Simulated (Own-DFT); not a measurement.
# Response to strain: wurtzite GaN, 72 atoms (Ga36N36)

These are calculations, not measurements. The program, named Own-DFT, is a retired in-house plane-wave density functional code that no person has reviewed. Each row is one single-point run on a periodic cell that was not relaxed, without spin or spin-orbit coupling.

Settings of every run: PBE; PseudoDojo norm-conserving scalar-relativistic files (stringent for Ga); cutoff 96 hartree; 4 x 4 x 3 k mesh centred on Gamma; Gaussian smearing of 0.01 eV.

Known limits: forces not confirmed at this smearing and k mesh; stress not checked against mesh or cutoff.

Unstrained cell vectors in Å: (9.567, 0.000, 0.000); (-4.784, 8.285, 0.000); (0.000, 0.000, 10.370). The unstrained cell has measured lattice constants (interpolated for alloys), not those of this functional. That, the random moves and any unrelaxed bonds set the pressure at no strain. Each run strains this cell uniformly, with the atoms carried along. Every atom was also moved at random, by a Gaussian of width 0.05 Å on each axis. Strain is the symmetric tensor, in per cent. Stress is positive in tension, and the pressure is minus a third of its trace.

```
run,e_xx (%),e_yy (%),e_zz (%),e_yz (%),e_xz (%),e_xy (%),s_xx (GPa),s_yy (GPa),s_zz (GPa),s_yz (GPa),s_xz (GPa),s_xy (GPa),P (GPa),E (meV/atom)
1,-0.65,0.92,0.75,-0.71,-0.60,-1.87,-7.90,-3.36,-5.48,-1.97,-1.07,-6.77,5.58,16.4
2,-1.31,0.95,1.80,-0.40,-0.05,1.96,-10.68,-2.95,-0.34,-0.70,-0.14,7.01,4.66,11.7
3,0.19,1.72,-1.60,-0.88,0.04,-1.93,-6.56,-0.91,-13.29,-1.62,-0.41,-5.81,6.92,22.3
4,1.68,1.14,0.72,1.54,-1.53,-1.56,1.85,0.00,-3.97,3.15,-2.90,-5.15,0.71,4.8
5,0.00,0.92,-1.63,-1.71,-1.77,-1.59,-8.23,-3.71,-15.54,-3.14,-4.13,-5.04,9.16,34.4
6,0.36,0.37,1.98,1.77,0.55,-1.79,-2.91,-3.67,1.48,2.86,0.88,-4.42,1.70,0.0
7,-0.29,0.46,0.98,-1.16,-1.05,-0.76,-7.89,-5.45,-1.65,-3.80,-1.77,-3.60,5.00,2.6
8,-1.04,0.98,-1.13,1.37,-1.78,0.75,-10.84,-4.37,-13.75,2.57,-3.88,1.37,9.66,25.2
9,1.42,1.52,0.78,1.23,-0.29,0.60,1.20,0.43,-1.50,2.39,-0.10,1.00,-0.04,0.6
10,1.45,1.85,1.69,-1.50,0.52,0.51,0.68,2.04,2.62,-3.26,1.28,1.68,-1.78,5.8
11,-0.23,0.70,1.59,-0.94,-1.60,0.56,-6.21,-2.70,0.05,-2.41,-3.61,0.31,2.95,3.0
12,-1.06,0.72,-0.50,1.07,-1.18,1.64,-11.25,-3.61,-11.81,2.30,-2.41,4.17,8.89,23.2
13,1.17,1.99,-1.97,-0.47,1.66,-1.55,-3.04,1.63,-17.44,-0.60,3.21,-4.57,6.28,49.8
14,-1.03,-0.64,-1.99,-1.75,1.69,0.18,-14.72,-15.16,-16.11,-3.65,3.95,0.04,15.33,51.0
15,-1.47,0.74,-0.94,0.99,-1.90,1.19,-13.90,-6.96,-10.13,1.74,-4.12,2.97,10.33,22.9
16,-1.65,0.81,-2.00,-0.75,-1.28,-0.66,-13.88,-7.67,-19.50,-2.30,-3.20,-4.56,13.68,49.2
17,0.94,-1.42,0.35,-0.99,-0.96,0.84,?,?,?,?,?,?,?,?
```

E is the free energy for each atom above the lowest run shown.

## Worked fit

Each stress component was fitted by least squares to a constant and the strains of the runs shown, as fractions, with shears doubled. Shear strains stay in the fit of a normal stress only where such slopes are resolved. The slopes, in GPa:

| stress | at no strain | per e_xx | per e_yy | per e_zz | scatter |
|---|---|---|---|---|---|
| s_xx | -7.4 | 400 ± 23 | 96 ± 39 | 91 ± 14 | 0.77 |
| s_yy | -8.2 | 67 ± 33 | 511 ± 54 | 84 ± 19 | 1.07 |
| s_zz | -7.0 | 79 ± 44 | -33 ± 74 | 471 ± 27 | 1.46 |

Each shear stress against twice its own strain: yz 103 ± 5, xz 105 ± 4, xy 151 ± 10 GPa. These are stiffnesses along x, y and z of the frame in which the cell vectors are given, which need not be the crystal's axes. The atoms are held to the strained lattice; where symmetry lets them move under strain, relaxing them would lower some slopes. The table should be nearly symmetric about its diagonal, and what it lacks of that shows the noise. A ninth of its sum, 196 ± 5 GPa, estimates the bulk modulus near the mean pressure of these runs, 6.2 GPa, so it lies above the value at zero pressure.

## Withheld run

Question: what normal stresses and pressure should run 17 give?

The fit gives s_xx = -4.6, s_yy = -14.5, s_zz = -4.2 and P = 7.8 GPa. The calculation gave -4.60, -12.86, -6.61 and P = 8.02 GPa.
